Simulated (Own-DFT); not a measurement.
# An alloy series: diamond-structure SiGe

All numbers below are calculated, not measured. The program, named Own-DFT, is a retired in-house plane-wave density functional code that no person has reviewed. Each row is one single-point run on a periodic cell that was not relaxed, without spin or spin-orbit coupling.

Settings of every run: PBE; PseudoDojo norm-conserving scalar-relativistic files; cutoff 42 hartree; 5 x 5 x 5 k mesh centred on Gamma; Fermi-Dirac smearing of 0.1 eV.

Known limits, some of them of some rows only: forces on such cells failed a check on a denser k mesh; forces on such cells moved up to 12 meV/angstrom on a denser k mesh; forces on such cells passed a denser k mesh, each cell not checked; stress not checked against mesh or cutoff.

Each cell has 16 atoms, with Ge and Si placed at random on their shared sites; x is the share of Ge. Lattice constants follow the straight line between measured values of the end members, and atoms start on the ideal sites of that lattice. Every atom was also moved at random, by a Gaussian of width 0.03 Å on each axis. u is the rms move along one axis. dE is the free energy for each Ge or Si site above the straight-line part, a + b x, of the fit below.

| x | cell | u (Å) | volume (Å³/atom) | P (GPa) | dE (meV/site) |
|---|---|---|---|---|---|
| 0.125 | Ge2Si14 | 0.0332 | 20.340 | 2.22 | 13.9 |
| 0.125 | Ge2Si14 | 0.0304 | 20.340 | 2.12 | 7.8 |
| 0.125 | Ge2Si14 | 0.0293 | 20.340 | 2.30 | 17.9 |
| 0.125 | Ge2Si14 | 0.0278 | 20.340 | 2.13 | 10.1 |
| 0.250 | Ge4Si12 | 0.0298 | 20.659 | 2.32 | 19.1 |
| 0.250 | Ge4Si12 | 0.0247 | 20.659 | 2.30 | 18.1 |
| 0.250 | Ge4Si12 | 0.0268 | 20.659 | 2.32 | 18.9 |
| 0.250 | Ge4Si12 | 0.0290 | 20.659 | 2.29 | 19.4 |
| 0.500 | Ge8Si8 | 0.0279 | 21.306 | ? | ? |
| 0.750 | Ge12Si4 | 0.0309 | 21.966 | 3.25 | 16.8 |
| 0.750 | Ge12Si4 | 0.0358 | 21.966 | 3.44 | 31.2 |
| 0.750 | Ge12Si4 | 0.0364 | 21.966 | 3.49 | 30.4 |
| 0.750 | Ge12Si4 | 0.0290 | 21.966 | 3.28 | 19.0 |
| 0.875 | Ge14Si2 | 0.0299 | 22.302 | 3.70 | 15.4 |
| 0.875 | Ge14Si2 | 0.0324 | 22.302 | 3.72 | 17.7 |
| 0.875 | Ge14Si2 | 0.0332 | 22.302 | 3.64 | 11.5 |
| 0.875 | Ge14Si2 | 0.0296 | 22.302 | 3.66 | 10.8 |

## Worked fit

Fit E = a + b x + W x (1 - x) + k (u² - 0.03²) to the rows shown. It gives W = 112 ± 23 meV/site and k = 17 ± 6 eV/Å², with a scatter of 3.6 meV/site. Part of W is bond strain that relaxing the atoms would remove. The pressures follow P = 2.06 + 0.77 x + 1.26 x² GPa, with a scatter of 0.07.

## Withheld member

Question: what pressure and dE should the cell at x = 0.500 give?

The fits give 2.8 GPa and 26 meV/site. The calculation gave 2.77 GPa and 28.2 meV/site.
